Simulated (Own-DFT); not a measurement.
## Calculated data, Si24O47 (quartz with one vacancy, atoms displaced)

A calculation, not a measurement: plane-wave PBE density functional theory by an unreviewed code, no spin, of a simulated periodic cell, stress positive in tension, free energy of the whole cell less one offset for each atom, some atoms lie very close together, defect cell not probed for a lower state with spin; oxygen file: force components 24 meV/angstrom off all-electron in one glass; forces on such cells passed a denser k mesh, this cell's mesh not checked; offsets are fitted by least squares, one for each functional and potential file, so energies compare only between cells with the same atoms and settings and are not formation energies; the far tail of each file's local potential was reset to the Coulomb form; each entry is a single point on an unrelaxed cell, so the pressure reflects the starting lattice, mostly measured values (interpolated for alloys), from which strain is counted, and rises with the displacements; printed positions are rounded, which can move forces by about a meV/angstrom; the program, named Own-DFT, is a retired in-house code; no spin-orbit coupling; before rounding, a Quantum ESPRESSO 7.3.1 run of the same cell and cutoff gave forces within 1 meV/angstrom rms on each cell, which checks the program and not the settings. Program: Own-DFT development build.

Settings shared by all entries: functional PBE; potential files PseudoDojo norm-conserving, scalar-relativistic, standard set; wave cutoff 72 hartree; occupations Fermi-Dirac; smearing width 0.1 eV; k mesh 3 x 3 x 2 centred on Gamma.

(1) Si24O47 (quartz with one vacancy, atoms displaced)

```xyz
71
Lattice="9.8268 0.0000 0.0000 -4.9134 8.5103 0.0000 0.0000 0.0000 10.8104" Properties=species:S:1:pos:R:3 Si24O47
Si     2.2004     0.0971    10.6544
Si     8.6800     1.9402     3.6320
Si     1.3181     2.1947     1.8335
O      1.5219     1.1345     0.5486
O      2.6741     2.4970     2.6168
O      3.3211     0.5311     4.2280
O     -1.0424     3.1527     4.6832
O      0.3563     1.7961     3.0007
O      0.7842     3.5302     1.0996
Si     2.2767     0.1760     5.4592
Si    -1.1550     2.0533     8.9368
Si     1.4556     2.3645     7.2977
O      1.3209     1.2882     6.1347
O      2.7818     2.5506     7.7779
O      3.2781     0.6064     9.5122
O     -1.0624     3.2030    10.0585
O      0.3443     1.8871     8.3214
O      0.7559     3.5162     6.5551
Si    -0.2085     4.3136     0.0020
Si     6.0933     6.3127     3.4732
Si    -1.3272     6.5462     1.8602
O     -1.1561     5.3068     0.7759
O      0.2774     6.7549     2.4726
O      0.7000     4.7323     4.4496
O     -3.6257     7.4645     4.7887
O     -2.1129     5.9332     3.0292
Si    -0.1928     4.2925     5.3305
Si     6.0501     6.3658     9.0039
Si    -1.2589     6.4924     7.1075
O     -1.1030     5.3524     6.1765
O      0.1823     6.7483     7.7949
O      0.6788     4.9024     9.7863
O     -3.5652     7.3511    10.2579
O     -2.2347     6.1877     8.2422
O     -1.6396     7.8625     6.7187
Si     7.2164     0.2506     0.0272
Si     3.6643     2.0904     3.5940
Si     6.1570     2.2164     1.8434
O      6.2736     1.1606     0.6210
O      7.7629     2.5353     2.4318
O      8.1977     0.6384     4.2652
O      4.0277     2.9864     4.7557
O      5.1541     1.8358     2.9323
O      5.7241     3.6978     1.2169
Si     2.2914     8.4590     5.3362
Si     3.7328     1.9305     9.0891
Si     6.2706     2.3814     7.2018
O      6.3434     1.0235     6.0094
O      7.6782     2.4524     7.7948
O      8.1235     0.5269     9.6732
O      3.7432     3.2038    10.0900
O      5.1697     1.5891     8.5093
O      5.6807     3.5458     6.5009
Si     4.9257     4.1577    10.7955
Si     1.3218     6.3088     3.4979
Si     3.8027     6.5719     1.9504
O      3.7683     5.3901     0.6604
O      5.1004     6.7902     2.6314
O      5.5213     4.9446     4.1447
O      1.3467     7.4935     4.8774
O      2.8883     6.0242     2.9856
O      3.2394     7.8135     1.3670
Si     4.7793     4.3155     5.3304
Si     1.3274     6.2096     8.9010
Si     3.7340     6.5274     7.2573
O      3.8038     5.3691     5.9708
O      5.1992     6.8156     7.8326
O      5.6996     4.9118     9.6950
O      1.4473     7.4655    10.0590
O      2.8146     6.0973     8.3978
O      3.1164     7.8132     6.5867
```

It finds free energy of cell above offsets -1.652 eV; pressure 15.59 GPa; stress xx -19.15 GPa; stress yy -12.54 GPa; stress zz -15.09 GPa; stress yz 3.61 GPa; stress xz 2.26 GPa; stress xy -1.55 GPa.

Force:
```csv
element,x (eV/Å),y (eV/Å),z (eV/Å)
Si,7.256,-8.01,-2.537
Si,1.34,3.429,-1.288
Si,-1.203,1.928,-2.188
O,-4.785,7.556,5.925
O,-4.235,2.423,-5.687
O,-0.608,2.028,0.059
O,-2.225,-1.664,-0.05
O,-0.921,-1.629,0.693
O,-0.186,0.036,0.041
Si,0.804,-3.909,0.408
Si,2.259,-1.903,1.916
Si,-9.248,-0.771,-3.857
O,1.383,-3.233,-2.355
O,10.47,0.598,5.429
O,-4.323,-7.043,3.669
O,-1.887,-1.597,-0.233
O,-1.876,-1.634,2.965
O,-1.952,4.449,-1.759
Si,-1.102,-2.856,4.444
Si,12.17,-3.088,12.08
Si,2.57,2.584,-4.574
O,-0.774,0.919,0.582
O,-1.911,0.462,-1.769
O,15.95,11.65,-16.88
O,0.804,-0.355,-0.886
O,-4.632,-0.715,3.322
Si,-10.96,-7.377,16.59
Si,6.203,-2.979,1.243
Si,3.202,0.031,4.177
O,0.128,-5.165,-5.148
O,3.674,-1.245,1.977
O,5.107,4.2,-5.878
O,-1.455,-0.253,-0.663
O,-5.37,-1.95,5.238
O,-3.909,8.826,-5.735
Si,2.769,-13.45,-0.825
Si,5.571,-6.937,3.978
Si,4.163,3.042,-0.155
O,-5.566,5.925,3.918
O,-3.055,-1.102,-1.385
O,-0.413,-2.948,0.518
O,-0.289,3.213,3.15
O,-1.399,-1.237,0.857
O,1.963,-2.427,1.87
Si,6.814,5.347,4.387
Si,2.519,7.77,-4.738
Si,-2.937,-9.633,0.537
O,-2.164,5.968,3.562
O,1.534,0.99,0.336
O,4.935,4.998,-4.531
O,1.113,-0.307,1.179
O,3.699,2.271,-2.956
O,-1.768,5.254,-2.211
Si,-7.423,3.239,0.614
Si,1.7,-1.644,5.504
Si,-1.446,-4.802,-9.066
O,2.651,-0.444,0.832
O,-2.614,5.653,-6.485
O,2.254,0.65,-2.006
O,-6.624,-10.43,-7.658
O,-6.924,-2.685,6.308
O,-3.573,7.862,-4.487
Si,-1.015,-2.752,1.989
Si,-4.298,2.88,2.966
Si,0.845,-0.318,-4.889
O,-0.664,1.767,2.553
O,-2.169,1.136,-2.248
O,1.767,1.435,-2.709
O,-0.072,-0.137,0.562
O,-0.708,-2.546,1.762
O,1.057,0.653,-0.295
```

(2) Si24O47 (quartz with one vacancy, atoms displaced)

```xyz
71
Lattice="9.8268 0.0000 0.0000 -4.9134 8.5103 0.0000 0.0000 0.0000 10.8104" Properties=species:S:1:pos:R:3 Si24O47
Si    -2.7819     8.4671    10.7398
Si    -1.0510     1.9654     3.7051
Si     1.2869     2.2515     1.9118
O      1.3841     1.1559     0.6493
O      2.8039     2.6210     2.2966
O      3.1845     0.7885     4.2635
O     -1.0874     3.1108     4.6462
O      0.3732     1.6662     2.9676
O      0.7723     3.6656     1.3358
Si    -2.6377     8.4743     5.4225
Si     8.6120     2.0032     8.8847
Si     1.2437     2.2734     7.1276
O      1.3211     1.1768     6.0486
O      2.6754     2.5003     7.9562
O     -0.9923     3.2302    10.1839
O      0.2465     1.7542     8.4693
O      0.8995     3.7173     6.5895
Si    -0.1636     4.1282    10.7445
Si    -3.5426     6.2351     3.4978
Si    -1.2021     6.5565     1.8052
O     -1.0308     5.5190     0.5377
O      0.3318     6.7945     2.5298
O      0.7146     4.7158     4.3234
O     -3.5483     7.3557     4.7253
O     -2.2119     5.9483     3.0753
O     -1.5196     7.7979     1.1978
Si    -0.2180     4.4029     5.4432
Si     6.0472     6.3472     9.2137
Si    -1.1141     6.5396     7.2208
O     -1.0741     5.2613     5.9927
O      0.2794     6.7934     7.8285
O      0.7896     4.9214     9.5301
O     -3.6116     7.4899    10.2047
O     -2.1042     6.0234     8.3424
O     -1.6717     7.9010     6.5367
Si     2.2943     8.3085    10.6846
Si     3.6296     2.0830     3.5990
Si     6.1938     2.1852     1.8133
O      6.2059     0.9834     0.7459
O      7.6237     2.4711     2.4513
O      8.1351     0.4649     4.3643
O      3.7498     3.0781     4.6135
O      5.0993     1.7246     2.9575
O      5.5653     3.7677     1.2260
Si     7.3175     0.0904     5.4225
Si     3.7472     1.9419     9.0532
Si     6.2505     2.1828     7.2015
O      6.2351     1.1351     6.1299
O      7.6541     2.4692     7.7806
O      8.1583     0.6084     9.8561
O      3.8613     3.1442    10.2363
O      5.3010     1.7557     8.2600
O      5.5625     3.6389     6.4548
Si     4.8544     4.2914    10.6803
Si     1.2477     6.2289     3.6088
Si     3.7992     6.5323     1.8564
O      3.8416     5.4175     0.5720
O      5.2711     6.7821     2.3325
O      5.6471     4.9688     4.3783
O      1.3096     7.4369     4.9013
O      2.8855     6.0711     2.7936
O      3.2922     7.7390     1.2058
Si     4.8477     4.2936     5.3668
Si     1.2866     6.3859     9.0912
Si     3.6890     6.6323     7.2580
O      3.9807     5.3940     5.9863
O      5.2282     6.7575     7.7747
O      5.6755     4.7808     9.5351
O      1.3693     7.4220    10.0781
O      2.6836     6.0939     8.4345
O      3.2035     7.8255     6.6973
```

The calculation gives: free energy of cell above offsets 3.707 eV; pressure 16.48 GPa; stress xx -16.77 GPa; stress yy -17.64 GPa; stress zz -15.01 GPa; stress yz -1.79 GPa; stress xz 2.79 GPa; stress xy -3.45 GPa.

Force:
```csv
element,x (eV/Å),y (eV/Å),z (eV/Å)
Si,12.88,11.94,6.561
Si,-2.832,-3.879,-5.703
Si,3.48,1.783,-4.676
O,-0.846,0.261,0.747
O,-0.726,-0.807,0.711
O,-2.924,-5.532,2.622
O,0.569,4.132,5.129
O,-3.281,-1.982,3.873
O,-2.087,0.928,-2.719
Si,0.109,2.181,-2.471
Si,0.435,-0.96,6.887
Si,1.392,1.452,4.549
O,-0.05,-2.711,-1.777
O,-0.195,-0.608,-0.618
O,-12.33,-14.79,-9.87
O,2.737,-0.159,-2.818
O,-2.402,0.879,-1.163
Si,12.51,15.9,9.34
Si,-10.85,1.407,5.03
Si,4.148,-10.07,4.277
O,0.471,-1.761,0.499
O,-3.339,0.148,-2.436
O,5.026,4.883,-6.166
O,0.022,0.438,-0.186
O,11.04,-1.313,-5.174
O,-5.7,10.8,-6.036
Si,10.78,-17.24,-4.493
Si,2.147,-4.565,-8.956
Si,-2.597,-1.019,-1.281
O,-13.12,15.35,10.21
O,2.67,0.748,1.002
O,-1.128,-1.392,2.33
O,-8.252,-8.242,-2.98
O,-3.451,0.281,2.564
O,0.707,-0.437,0.469
Si,4.456,7.775,13.03
Si,2.345,-3.27,-8.255
Si,-2.929,1.425,0.136
O,1.222,-1.506,-2.029
O,2.932,-0.908,2.133
O,9.651,6.662,-10.86
O,2.325,9.652,8.47
O,1.266,0.228,-0.678
O,2.672,-2.822,0.698
Si,-10.62,-6.297,10.44
Si,-0.106,-0.134,1.121
Si,-2.514,6.856,-3.424
O,2.062,-4.01,-4.515
O,1.621,1.527,-0.314
O,3.606,4.572,-5.463
O,-0.877,-2.924,-2.606
O,-5.753,-1.411,6.147
O,6.013,-6.48,7.245
Si,-5.206,-1.266,8.073
Si,4.468,-0.776,3.619
Si,8.59,-3.229,-8.454
O,1.099,0.452,-0.867
O,3.151,0.026,1.46
O,6.099,4.247,-8.436
O,0.71,-2.138,-1.855
O,-12.5,-5.18,12.67
O,-4.361,8.216,-6.361
Si,-8.79,-3.582,-0.96
Si,-2.881,-9.269,-8.016
Si,4.736,-13.29,2.197
O,-4.365,5.054,3.921
O,0.989,0.247,3.279
O,3.931,3.679,-4.135
O,-6.362,0.195,2.257
O,2.758,0.11,-1.155
O,-4.462,11.52,-5.784
```
